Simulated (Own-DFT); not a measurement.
# A pressure from energies alone: monoclinic HfO2, 94 atoms (Hf32O62), with two O vacancies

These are calculations. Each geometry was run twice at fixed positions with Own-DFT, a retired in-house plane-wave program that no person has reviewed: with PBE, and with HSE06 (exact exchange share 0.25 at short range, screening 0.11 per bohr, Gygi-Baldereschi treatment of its divergence). Both used PseudoDojo norm-conserving files made for PBE, a cutoff of 48 hartree, the Gamma point alone, fixed occupations, a neutral cell and no spin. With Gamma alone and a thickness of 10.1 Å, finite-size errors remain in every number. The hafnium file keeps the 4f electrons in the core, and its forces lie about 75 meV/Å off all-electron values. The oxygen file's force components were 24 meV/Å off all-electron values in a glass.

Unstrained cell vectors in Å: (10.234, 0.000, 0.000); (0.000, 10.350, 0.000); (-1.696, 0.000, 10.445), volume V0 = 1106.4 Å³, from measured lattice constants. Each geometry has its own random strain of a few per cent, its own defect sites and random moves of rms u per axis. HSE06 gave the energy alone. D is its energy less that of PBE, over the lowest D shown. The PBE stress wasn't checked against mesh or cutoff.

| run | V - V0 (Å³) | u (Å) | P with PBE (GPa) | D (eV) |
|---|---|---|---|---|
| 1 | -35.6 | 0.0534 | 13.67 | 0.334 |
| 2 | -20.7 | 0.0477 | 9.87 | 0.667 |
| 3 | -3.3 | 0.0537 | 6.64 | 1.013 |
| 4 | -5.7 | 0.0300 | 5.84 | 0.747 |
| 5 | -5.7 | 0.0510 | 6.06 | 0.906 |
| 6 | -16.8 | 0.0289 | 7.02 | 0.610 |
| 7 | -20.7 | 0.0301 | 8.44 | 0.408 |
| 8 | -15.3 | 0.0276 | 8.08 | 0.505 |
| 9 | 11.7 | 0.0526 | 2.76 | 1.467 |
| 10 | 6.3 | 0.0518 | 3.60 | 1.297 |
| 11 | -48.3 | 0.0506 | 18.58 | 0.000 |
| 12 | -6.0 | 0.0309 | 4.97 | 0.884 |
| 13 | 45.1 | 0.0310 | -5.29 | 2.017 |
| 14 | -31.4 | 0.0496 | 13.34 | ? |

## Analysis

D = 0.84 + 0.0235 (V - V0) + 108 u² eV, with an error of 0.0008 on the volume slope, 20 on the last term and a scatter of 0.06 eV. Pressure is -dE/dV, and 1 eV/Å³ is 160.2 GPa, so HSE06 changes the pressure by -3.8 ± 0.1 GPa. With the ions held to the strained lattice, the PBE pressure falls by 259 ± 12 GPa per unit of volume strain; the shape of the strain isn't fitted, so the true error is larger, and a relaxed crystal would be softer. On that slope HSE06's volume at a given pressure is about 1.4 % smaller, or 0.5 % in lengths. At u = 0 and V0 the PBE pressure is 3.4 GPa, which puts the zero-pressure volume, against the measured cell and with the defects in, at +1.3 % for PBE and -0.1 % for HSE06, each good to a few tenths of a per cent.

## Withheld run

Question: what D should run 14 give?

From the fit: 0.37 eV, with rows scattering by 0.06. The run itself gave 0.309 eV.
